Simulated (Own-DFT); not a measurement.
Simulation results for Hf$_{32}$O$_{63}$ (monoclinic hafnia with one vacancy, atoms displaced)

All values are calculated (Own-DFT development build). A calculation, not a measurement: plane-wave density functional theory by an unreviewed code, no spin, of a simulated periodic cell, stress positive in tension, run twice, with PBE and with PBEsol, both on files made for PBE, so the change isn't that of files made for PBEsol, defect cell not probed for a lower state with spin; hafnium file: forces about 75 meV/angstrom off all-electron values; oxygen file: force components 24 meV/angstrom off all-electron in one glass; forces on such cells passed a denser k mesh, this cell's mesh not checked; the far tail of each file's local potential was reset to the Coulomb form; each entry is a single point on an unrelaxed cell, so the pressure reflects the starting lattice, mostly measured values (interpolated for alloys), from which strain is counted, and rises with the displacements; printed positions are rounded, which can move forces by about a meV/angstrom; the program, named Own-DFT, is a retired in-house code; no spin-orbit coupling; stress was not checked against mesh or cutoff.

### Hf$_{32}$O$_{63}$ (monoclinic hafnia with one vacancy, atoms displaced)

```cif
# cell vector a (Å): 10.2340 0.0000 0.0000
# cell vector b (Å): 0.0000 10.3500 0.0000
# cell vector c (Å): -1.6955 0.0000 10.4453
data_Hf32O63
_symmetry_space_group_name_H-M 'P 1'
_symmetry_Int_Tables_number 1
_cell_length_a 10.2340
_cell_length_b 10.3500
_cell_length_c 10.5820
_cell_angle_alpha 90.000
_cell_angle_beta 99.220
_cell_angle_gamma 90.000
_cell_volume 1106.39
loop_
_atom_site_label
_atom_site_type_symbol
_atom_site_fract_x
_atom_site_fract_y
_atom_site_fract_z
_atom_site_occupancy
Hf1 Hf 0.14183 0.01829 0.10233 1
Hf2 Hf 0.35720 0.27933 0.13465 1
Hf3 Hf 0.35242 0.48130 0.39902 1
Hf4 Hf 0.13288 0.23752 0.35111 1
O1 O 0.03277 0.16753 0.17528 1
O2 O 0.46549 0.41342 0.07187 1
O3 O 0.47723 0.33613 0.33175 1
O4 O 0.04018 0.07936 0.42976 1
O5 O 0.22833 0.38366 0.23302 1
O6 O 0.27423 0.12422 0.00350 1
O7 O 0.26752 0.13061 0.26350 1
O8 O 0.23139 0.36650 0.49629 1
Hf5 Hf 0.14241 0.02222 0.60219 1
Hf6 Hf 0.35924 0.27035 0.64122 1
Hf7 Hf 0.35794 0.47431 0.89917 1
Hf8 Hf 0.13589 0.22691 0.85110 1
O9 O 0.03641 0.16883 0.66645 1
O10 O 0.46015 0.42164 0.57459 1
O11 O 0.03577 0.08065 0.92190 1
O12 O 0.22088 0.37599 0.73523 1
O13 O 0.27715 0.12550 0.51021 1
O14 O 0.28492 0.12876 0.75622 1
O15 O 0.22111 0.37481 0.99454 1
Hf9 Hf 0.13599 0.51651 0.10993 1
Hf10 Hf 0.36010 0.77224 0.14803 1
Hf11 Hf 0.35805 0.98355 0.39573 1
Hf12 Hf 0.13941 0.72378 0.34876 1
O16 O 0.03652 0.67045 0.16420 1
O17 O 0.45683 0.92159 0.07868 1
O18 O 0.47046 0.82677 0.33163 1
O19 O 0.03457 0.58853 0.42620 1
O20 O 0.22445 0.88488 0.24125 1
O21 O 0.27646 0.62913 0.00454 1
O22 O 0.27187 0.61823 0.26107 1
O23 O 0.22922 0.87493 0.49457 1
Hf13 Hf 0.13669 0.52148 0.61240 1
Hf14 Hf 0.36716 0.77535 0.64395 1
Hf15 Hf 0.34979 0.97702 0.89441 1
Hf16 Hf 0.13607 0.72196 0.84774 1
O24 O 0.04006 0.65991 0.67409 1
O25 O 0.46318 0.91502 0.57830 1
O26 O 0.46592 0.84071 0.82164 1
O27 O 0.03645 0.58252 0.92425 1
O28 O 0.22495 0.87340 0.74692 1
O29 O 0.27880 0.62005 0.52484 1
O30 O 0.26806 0.62773 0.76911 1
O31 O 0.22504 0.87288 0.99004 1
Hf17 Hf 0.64078 0.01381 0.09795 1
Hf18 Hf 0.86730 0.27022 0.15287 1
Hf19 Hf 0.86237 0.47681 0.39854 1
Hf20 Hf 0.63828 0.23356 0.35700 1
O32 O 0.53494 0.16187 0.17646 1
O33 O 0.96672 0.41570 0.07512 1
O34 O 0.96310 0.34250 0.32753 1
O35 O 0.53111 0.09199 0.42561 1
O36 O 0.72821 0.37847 0.23342 1
O37 O 0.77304 0.12759 0.01156 1
O38 O 0.78516 0.12717 0.26618 1
O39 O 0.72480 0.37204 0.49227 1
Hf21 Hf 0.63645 0.02650 0.60291 1
Hf22 Hf 0.86510 0.26621 0.64377 1
Hf23 Hf 0.86590 0.48497 0.89624 1
Hf24 Hf 0.62877 0.23196 0.85153 1
O40 O 0.53835 0.17138 0.67670 1
O41 O 0.97013 0.40576 0.57211 1
O42 O 0.96547 0.33419 0.82727 1
O43 O 0.53513 0.07760 0.92242 1
O44 O 0.73236 0.36909 0.74332 1
O45 O 0.77985 0.13208 0.50723 1
O46 O 0.77199 0.11721 0.75197 1
O47 O 0.72730 0.37294 0.99600 1
Hf25 Hf 0.64499 0.52599 0.11065 1
Hf26 Hf 0.86380 0.77894 0.14206 1
Hf27 Hf 0.86428 0.97761 0.40070 1
Hf28 Hf 0.63825 0.72757 0.35875 1
O48 O 0.53509 0.67308 0.17418 1
O49 O 0.96695 0.91571 0.08087 1
O50 O 0.95809 0.82846 0.33111 1
O51 O 0.54372 0.59223 0.42574 1
O52 O 0.72299 0.88691 0.23738 1
O53 O 0.78249 0.62981 0.00540 1
O54 O 0.77423 0.62459 0.25714 1
O55 O 0.72013 0.87319 0.48513 1
Hf29 Hf 0.64213 0.52309 0.59904 1
Hf30 Hf 0.86001 0.75919 0.63836 1
Hf31 Hf 0.85978 0.98871 0.89457 1
Hf32 Hf 0.64248 0.72475 0.85854 1
O56 O 0.53779 0.66378 0.66953 1
O57 O 0.95965 0.91849 0.57965 1
O58 O 0.95885 0.83424 0.83030 1
O59 O 0.53199 0.57906 0.91937 1
O60 O 0.72411 0.87538 0.73578 1
O61 O 0.78170 0.63762 0.50247 1
O62 O 0.77449 0.61735 0.76179 1
O63 O 0.72267 0.86690 0.98840 1
```

```
functional                                        : PBE, then PBEsol
potential files                                   : PseudoDojo norm-conserving, scalar-relativistic, standard set
wave cutoff                                       : 72 hartree
occupations                                       : Fermi-Dirac
smearing width                                    : 0.1 eV
k mesh                                            : 2 x 2 x 2 centred on Gamma
PBE pressure                                      : 4.82 GPa
PBE stress xx                                     : -4.66 GPa
PBE stress yy                                     : -4.93 GPa
PBE stress zz                                     : -4.87 GPa
PBE stress yz                                     : 0.57 GPa
PBE stress xz                                     : 0.16 GPa
PBE stress xy                                     : 0.62 GPa
PBEsol pressure                                   : -1.57 GPa
PBEsol stress xx                                  : 1.74 GPa
PBEsol stress yy                                  : 1.42 GPa
PBEsol stress zz                                  : 1.55 GPa
PBEsol stress yz                                  : 0.52 GPa
PBEsol stress xz                                  : 0.46 GPa
PBEsol stress xy                                  : 0.62 GPa
rms change of force components from PBE to PBEsol : 0.052 eV/Å
```

Force:
```csv
force element,PBE force x (eV/Å),PBE force y (eV/Å),PBE force z (eV/Å),PBEsol force x (eV/Å),PBEsol force y (eV/Å),PBEsol force z (eV/Å)
Hf,-0.586,0.49,0.353,-0.556,0.503,0.314
Hf,2.081,-2.798,2.111,2.019,-2.673,2.067
Hf,2.68,-0.863,0.697,2.59,-0.895,0.729
Hf,0.501,-2.161,0.966,0.503,-2.182,0.902
O,0.8,-0.383,-0.115,0.776,-0.332,-0.049
O,0.491,0.6,0.29,0.43,0.611,0.23
O,-2.579,1.896,-0.668,-2.51,1.821,-0.679
O,0.234,1.162,-1.224,0.234,1.121,-1.123
O,-0.326,-0.829,1.874,-0.267,-0.805,1.809
O,-0.339,1.344,0.752,-0.399,1.283,0.72
O,0.645,-0.462,-0.555,0.556,-0.458,-0.531
O,-1.186,0.421,-2.002,-1.074,0.414,-1.946
Hf,-0.651,-0.854,0.717,-0.627,-0.775,0.642
Hf,1.008,0.166,0.906,0.889,0.147,0.763
Hf,1.158,1.315,-1.048,1.026,1.406,-0.874
Hf,-0.073,0.493,-0.288,-0.077,0.44,-0.313
O,0.665,-0.437,0.976,0.649,-0.405,1.004
O,1.153,0.037,0.47,1.099,0.043,0.385
O,0.129,0.483,-0.216,0.131,0.458,-0.166
O,0.459,0.394,1.071,0.501,0.386,1.023
O,0.185,0.335,-0.181,0.128,0.316,-0.162
O,-1.208,-1.167,0.349,-1.246,-1.137,0.321
O,-0.157,-0.84,-1.16,-0.076,-0.8,-1.111
Hf,-0.245,1.624,-2.334,-0.236,1.619,-2.313
Hf,1.196,0.206,-0.76,1.185,0.26,-0.72
Hf,1.23,-0.065,-0.095,1.172,-0.092,-0.041
Hf,-1.7,1.566,1.088,-1.682,1.471,1.02
O,0.054,0.141,1.062,0.065,0.14,1.099
O,0.171,-0.627,0.119,0.155,-0.613,0.057
O,-2.217,1.571,-0.059,-2.159,1.508,-0.114
O,0.222,-0.426,-0.207,0.226,-0.426,-0.162
O,0.08,-0.63,0.293,0.143,-0.616,0.273
O,-0.265,-0.039,1.587,-0.316,-0.063,1.521
O,0.331,0.43,0.406,0.241,0.42,0.406
O,-0.637,-1.192,-0.964,-0.545,-1.129,-0.929
Hf,1.225,-1.048,-1.035,1.21,-0.971,-1.034
Hf,-0.081,-0.844,1.546,-0.069,-0.754,1.541
Hf,2.538,0.004,-0.224,2.456,-0.044,-0.19
Hf,-1.018,2.448,2.729,-0.967,2.333,2.641
O,-2.388,1.107,-0.405,-2.31,1.082,-0.344
O,1.04,1.332,-0.683,0.992,1.304,-0.706
O,0.508,-0.804,0.488,0.468,-0.808,0.42
O,-0.023,-0.322,-0.158,-0.029,-0.337,-0.116
O,-0.393,1.163,-1.292,-0.307,1.125,-1.241
O,0.008,0.558,-1.527,-0.038,0.517,-1.491
O,1.967,-2.177,-1.183,1.831,-2.134,-1.149
O,-1.074,-0.621,0.452,-0.974,-0.568,0.45
Hf,-1.672,1.86,1.138,-1.626,1.853,1.091
Hf,-2.14,-0.386,-2.177,-2.105,-0.337,-2.083
Hf,-0.459,1.201,-0.546,-0.441,1.12,-0.512
Hf,0.421,-1.603,-1.649,0.397,-1.603,-1.634
O,-0.209,0.338,-0.422,-0.182,0.355,-0.373
O,0.325,0.037,0.734,0.323,0.069,0.678
O,1.451,-0.711,-0.121,1.401,-0.721,-0.164
O,-0.256,-0.621,0.403,-0.233,-0.623,0.449
O,-0.677,0.765,1.474,-0.596,0.754,1.437
O,0.699,0.115,-0.273,0.621,0.08,-0.278
O,-0.067,-0.153,-0.175,-0.109,-0.128,-0.164
O,0.414,0.707,-0.184,0.468,0.697,-0.187
Hf,0.407,-1.405,0.069,0.415,-1.326,0.051
Hf,-1.01,0.342,0.613,-0.987,0.379,0.61
Hf,-0.804,-2.026,0.231,-0.779,-2.011,0.26
Hf,0.591,0.093,1.281,0.756,-0.081,1.219
O,-0.952,0.362,-0.63,-0.921,0.371,-0.552
O,0.015,0.921,-0.113,-0.002,0.918,-0.149
O,1.031,-0.486,0.021,1.014,-0.494,-0.027
O,-0.156,0.759,-0.752,-0.127,0.737,-0.693
O,-0.793,1.153,-0.594,-0.705,1.097,-0.572
O,-0.558,-0.242,0.454,-0.604,-0.234,0.459
O,0.404,0.197,0.813,0.323,0.193,0.788
O,-0.237,0.088,-0.82,-0.173,0.098,-0.787
Hf,-0.318,-0.631,-1.432,-0.274,-0.584,-1.404
Hf,-0.848,-0.958,0.89,-0.826,-0.883,0.89
Hf,-0.647,0.501,-0.939,-0.636,0.441,-0.888
Hf,1.155,2.16,-1.952,1.12,2.067,-1.921
O,0.08,-0.937,-0.729,0.087,-0.901,-0.652
O,0.587,1.193,-0.365,0.565,1.165,-0.394
O,1.311,-0.494,-0.383,1.267,-0.482,-0.44
O,-2.097,-2.287,0.367,-2.003,-2.227,0.424
O,0.5,-0.759,0.052,0.56,-0.739,0.028
O,-0.662,0.102,0.887,-0.71,0.093,0.851
O,0.423,-0.631,0.25,0.332,-0.623,0.238
O,0.1,0.103,0.562,0.165,0.088,0.54
Hf,-1.571,-1.055,1.277,-1.553,-0.965,1.208
Hf,0.11,3.977,2.3,0.082,3.947,2.263
Hf,-0.201,-1.88,-0.933,-0.195,-1.889,-0.896
Hf,-1.216,0.931,-1.625,-1.157,0.876,-1.617
O,-0.091,0.288,0.281,-0.072,0.29,0.306
O,0.618,-0.629,0.457,0.589,-0.607,0.366
O,0.548,-0.537,-0.318,0.525,-0.525,-0.355
O,0.316,0.101,0.308,0.305,0.09,0.355
O,-0.211,-0.072,-0.173,-0.152,-0.075,-0.168
O,-0.042,-1.998,0.563,-0.108,-1.946,0.561
O,0.51,0.101,-1.139,0.438,0.111,-1.103
O,0.264,0.407,0.101,0.312,0.404,0.112
```
